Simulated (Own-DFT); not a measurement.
# How strain changes the stress of wurtzite AlN, 128 atoms (Al64N64)

Calculated results; nothing here was measured. They come from Own-DFT, an in-house plane-wave density functional program, since retired, whose code no person has reviewed. Each row is one single-point run on a periodic cell that was not relaxed, without spin or spin-orbit coupling.

Settings of every run: PBE; PseudoDojo norm-conserving scalar-relativistic files; cutoff 42 hartree; 3 x 3 x 3 k mesh centred on Gamma; Gaussian smearing of 0.01 eV.

Known limits: k mesh not checked against a denser one; stress not checked against mesh or cutoff.

Unstrained cell vectors in Å: (12.448, 0.000, 0.000); (-6.224, 10.780, 0.000); (0.000, 0.000, 9.964). The unstrained cell has measured lattice constants (interpolated for alloys), not those of this functional. That, the random moves and any unrelaxed bonds set the pressure at no strain. Each run strains this cell uniformly, with the atoms carried along. Every atom was also moved at random, by a Gaussian of width 0.05 Å on each axis. Strain is the symmetric tensor, in per cent. Stress is positive in tension, and the pressure is minus a third of its trace.

| run | e_xx (%) | e_yy (%) | e_zz (%) | e_yz (%) | e_xz (%) | e_xy (%) | s_xx (GPa) | s_yy (GPa) | s_zz (GPa) | s_yz (GPa) | s_xz (GPa) | s_xy (GPa) | P (GPa) | E (meV/atom) |
|---|---|---|---|---|---|---|---|---|---|---|---|---|---|---|
| 1 | -1.72 | 1.43 | 1.39 | -0.50 | -0.73 | -1.65 | -10.49 | -0.31 | -0.13 | -0.95 | -1.30 | -5.23 | 3.64 | 5.2 |
| 2 | 0.32 | -1.29 | -0.07 | -1.39 | 0.86 | 1.99 | -7.58 | -11.17 | -6.07 | -3.17 | 2.36 | 8.21 | 8.27 | 17.9 |
| 3 | -1.41 | 0.46 | 1.21 | -1.62 | -0.81 | 0.79 | -11.61 | -3.86 | -0.57 | -3.63 | -2.27 | 3.45 | 5.35 | 2.4 |
| 4 | -1.74 | -0.82 | 1.59 | -1.51 | -0.39 | 1.40 | -15.34 | -11.97 | -0.21 | -4.69 | -1.05 | 5.44 | 9.17 | 36.8 |
| 5 | -0.99 | -0.41 | -0.67 | 0.15 | 1.12 | -0.50 | -12.89 | -9.24 | -8.49 | 0.58 | 2.91 | -3.10 | 10.21 | 2.8 |
| 6 | 0.03 | -1.29 | 1.69 | -0.23 | 1.75 | 1.98 | -6.52 | -11.09 | 1.99 | -1.39 | 4.38 | 7.49 | 5.21 | 5.5 |
| 7 | 0.38 | 1.94 | -0.42 | -1.89 | 1.47 | 0.96 | -3.11 | 2.74 | -6.60 | -4.67 | 4.05 | 2.66 | 2.32 | 16.0 |
| 8 | 0.10 | 1.28 | 1.83 | 1.95 | 1.59 | -0.97 | -2.66 | 2.07 | 2.16 | 4.68 | 3.45 | -2.69 | -0.52 | 7.1 |
| 9 | -1.20 | -0.47 | -1.20 | -1.71 | 1.12 | -0.63 | -13.13 | -10.59 | -12.67 | -4.40 | 2.83 | -3.95 | 12.13 | 17.6 |
| 10 | 0.21 | 1.33 | -0.84 | -1.38 | 0.58 | -1.90 | -3.60 | -0.41 | -8.75 | -3.61 | 0.84 | -7.20 | 4.25 | 0.0 |
| 11 | 0.78 | 0.15 | 1.14 | -1.18 | -0.85 | 0.67 | -0.84 | -3.62 | -0.84 | -2.56 | -1.76 | 3.39 | 1.77 | 1.1 |
| 12 | -1.98 | -0.74 | -0.62 | -0.18 | -1.38 | -1.59 | -19.10 | -12.78 | -9.55 | -0.88 | -3.96 | -6.90 | 13.81 | 34.8 |
| 13 | 0.63 | 0.97 | -0.63 | 0.13 | 1.43 | 1.60 | -2.13 | -2.69 | -6.82 | 1.03 | 3.87 | 4.86 | 3.88 | 8.1 |
| 14 | -0.73 | -1.46 | 1.62 | -0.26 | -1.14 | 0.95 | -9.27 | -14.24 | 0.59 | -1.01 | -3.44 | 4.71 | 7.64 | 9.7 |
| 15 | 0.73 | 0.46 | -1.74 | 0.42 | 0.74 | 1.64 | -2.11 | -4.55 | -14.64 | 1.05 | 2.11 | 5.39 | 7.10 | 16.2 |
| 16 | -0.56 | 0.39 | 1.84 | 1.96 | 0.62 | -1.49 | ? | ? | ? | ? | ? | ? | ? | ? |

E is the free energy for each atom above the lowest run shown.

## Worked fit

Each stress component was fitted by least squares to a constant and the strains of the runs shown, as fractions, with shears doubled. Shear strains stay in the fit of a normal stress only where such slopes are resolved. The slopes, in GPa:

```
stress,at no strain,per e_xx,per e_yy,per e_zz,scatter
s_xx,-6.2,507 ± 28,148 ± 25,90 ± 22,0.99
s_yy,-6.3,114 ± 23,483 ± 20,74 ± 18,0.82
s_zz,-5.8,46 ± 22,29 ± 20,448 ± 18,0.79
```

Each shear stress against twice its own strain: yz 125 ± 7, xz 126 ± 6, xy 181 ± 7 GPa. These are stiffnesses along x, y and z of the frame in which the cell vectors are given, which need not be the crystal's axes. The atoms are held to the strained lattice; where symmetry lets them move under strain, relaxing them would lower some slopes. The table should be nearly symmetric about its diagonal, and what it lacks of that shows the noise. A ninth of its sum, 215 ± 5 GPa, estimates the bulk modulus near the mean pressure of these runs, 6.3 GPa, so it lies above the value at zero pressure.

## Withheld run

Question: what normal stresses and pressure should run 16 give?

The fit gives s_xx = -6.8, s_yy = -3.7, s_zz = 2.3 and P = 2.8 GPa. The calculation gave -6.42, -4.25, 2.58 and P = 2.70 GPa.
